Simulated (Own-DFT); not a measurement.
In₃GaP₄ (zincblende random alloy, atoms displaced) (calculated)

Computed with Own-DFT development build. A calculation, not a measurement: plane-wave PBE density functional theory by an unreviewed code, no spin, of a simulated periodic cell, stress positive in tension, free energy of the whole cell less one offset for each atom, forces on such cells passed a denser k mesh, this cell's mesh not checked; offsets are fitted by least squares, one for each functional and potential file, so energies compare only between cells with the same atoms and settings and are not formation energies; the far tail of each file's local potential was reset to the Coulomb form; each entry is a single point on an unrelaxed cell, so the pressure reflects the starting lattice, mostly measured values, from which strain is counted, and rises with the displacements; printed positions are rounded, which can move forces by about a meV/angstrom; the program is a retired in-house code; no spin-orbit coupling; before rounding, a Quantum ESPRESSO 7.3.1 run of the same cell and cutoff gave forces within 1 meV/angstrom rms on each cell, which checks the program and not the settings.

### In₃GaP₄ (zincblende random alloy, atoms displaced)

```
cell vectors (Å)
  11.5283     0.0000     0.0000
   0.0000    11.5283     0.0000
   0.0000     0.0000    11.5283
atoms (fractions of the cell vectors)
In  0.00031  0.99960  0.99912
In  0.00408  0.25460  0.24942
In  0.24920  0.99729  0.24887
In  0.24972  0.25226  0.99598
P   0.12049  0.12614  0.12718
P   0.12654  0.37430  0.37437
P   0.37673  0.12337  0.37667
P   0.37361  0.37548  0.12425
Ga  0.99571  0.00136  0.50120
In  0.99590  0.24478  0.74910
In  0.24962  0.00157  0.74554
Ga  0.24828  0.25107  0.49718
P   0.12797  0.11846  0.62119
P   0.12541  0.37337  0.87198
P   0.37437  0.12324  0.87918
P   0.37578  0.37589  0.62550
In  0.99635  0.49898  0.99848
In  0.00047  0.75034  0.25061
In  0.24716  0.50502  0.25510
In  0.24468  0.74800  0.00332
P   0.12044  0.62357  0.12491
P   0.12389  0.87797  0.37116
P   0.37496  0.62757  0.37103
P   0.37361  0.87549  0.12859
Ga  0.99688  0.50144  0.49837
In  0.00260  0.75098  0.75015
Ga  0.25144  0.49971  0.75172
Ga  0.25257  0.75064  0.49670
P   0.12621  0.62170  0.62683
P   0.12500  0.87593  0.87696
P   0.37529  0.63021  0.87575
P   0.37777  0.87236  0.62801
In  0.50346  0.00044  0.00029
Ga  0.50361  0.25177  0.25178
In  0.75015  0.99987  0.25388
In  0.75486  0.24903  0.99989
P   0.62427  0.12671  0.12715
P   0.62796  0.37703  0.37602
P   0.87862  0.12084  0.37609
P   0.87073  0.37359  0.12046
In  0.49772  0.99916  0.50007
In  0.49712  0.25172  0.74460
In  0.74433  0.99906  0.74976
In  0.74763  0.24799  0.50402
P   0.62570  0.12673  0.62428
P   0.62613  0.37493  0.87359
P   0.87068  0.12428  0.87687
P   0.88025  0.37807  0.62921
Ga  0.50112  0.50432  0.99835
In  0.50138  0.74753  0.24752
In  0.75301  0.49726  0.25090
In  0.75377  0.75453  0.00418
P   0.62756  0.62549  0.12485
P   0.62234  0.87991  0.37439
P   0.87774  0.62247  0.37771
P   0.87424  0.87408  0.12094
Ga  0.50084  0.49885  0.49676
In  0.49993  0.74790  0.74911
In  0.74666  0.50164  0.75314
In  0.75284  0.75074  0.49717
P   0.62295  0.62618  0.62227
P   0.62277  0.87456  0.87371
P   0.87715  0.62538  0.87643
P   0.87454  0.87617  0.62527
```

Settings of this run: functional PBE, potential files PseudoDojo norm-conserving, scalar-relativistic, standard set, wave cutoff 42 hartree, occupations Fermi-Dirac, smearing width 0.1 eV and k mesh 3 x 3 x 3 centred on Gamma.

To be estimated
1. What stress xx does the calculation give for In₃GaP₄ (zincblende random alloy, atoms displaced)?

Calculated values
1. -3.94 GPa

Further results for In₃GaP₄ (zincblende random alloy, atoms displaced):

* free energy of cell above offsets: -31.724 eV
* pressure: 3.94 GPa
* stress yy: -3.98 GPa
* stress zz: -3.9 GPa
* stress yz: 0.06 GPa
* stress xz: -0.02 GPa
* stress xy: 0.02 GPa

Force:
```
element  x (eV/Å)  y (eV/Å)  z (eV/Å)
     In    -0.061     0.237     0.072
     In    -0.784    -0.264     0.083
     In     0.064     0.826      0.07
     In    -0.106     -0.25     0.576
      P      0.67    -0.089    -0.483
      P    -0.172      0.33     1.719
      P    -0.379     1.689    -0.412
      P     1.373     0.351     0.329
     Ga     0.385    -0.297    -0.094
     In      0.69    -0.103    -0.121
     In      0.41    -0.452     0.713
     Ga     0.272    -0.175     0.168
      P    -0.757      0.91    -1.368
      P     0.283     0.816    -0.689
      P     0.177     0.098    -0.743
      P    -1.118     0.948    -1.173
     In     0.461    -0.255    -0.083
     In    -0.229     0.035    -0.057
     In     0.238    -0.456    -0.688
     In     0.422     0.282     0.009
      P     0.017     -0.25     0.109
      P    -0.169    -0.312     2.016
      P     0.227    -0.085     1.903
      P     0.292    -0.262    -0.707
     Ga     0.538    -0.317     0.431
     In    -0.074    -0.088    -0.078
     Ga      0.02     0.043    -0.057
     Ga    -0.228    -0.011     0.257
      P     0.713    -0.373    -0.998
      P      0.24     0.093    -0.355
      P    -0.247    -1.768      0.19
      P    -1.021    -0.403    -1.068
     In    -0.392    -0.122     0.313
     Ga    -0.367     0.054    -0.091
     In      0.15     0.067    -0.544
     In    -1.195    -0.052    -0.073
      P    -0.257     0.676     0.634
      P    -1.483    -0.314     0.085
      P     0.469     0.243     0.635
      P     0.758     0.201     0.773
     In     0.095     0.096     0.418
     In     0.176    -0.368     0.857
     In     0.368     0.096    -0.041
     In     0.957     0.456    -0.336
      P    -0.551    -0.443     0.191
      P    -0.993     0.325     0.932
      P     0.344    -0.526    -0.439
      P    -0.136     0.566    -1.151
     Ga    -0.086    -0.343     0.082
     In     0.118     0.416      0.09
     In    -0.129     0.338    -0.171
     In    -0.655    -0.705    -0.921
      P    -0.481      -0.8    -0.685
      P     0.186    -0.867     0.043
      P     0.521    -0.471     0.205
      P      0.42     0.659     1.125
     Ga    -0.197       0.2     0.136
     In     0.175    -0.058     0.034
     In     0.324     0.223    -0.393
     In    -0.443     0.165     0.076
      P    -0.284    -0.827    -0.746
      P     0.225    -0.341     0.281
      P    -0.465     0.405    -0.278
      P     0.678     0.601    -0.512
```
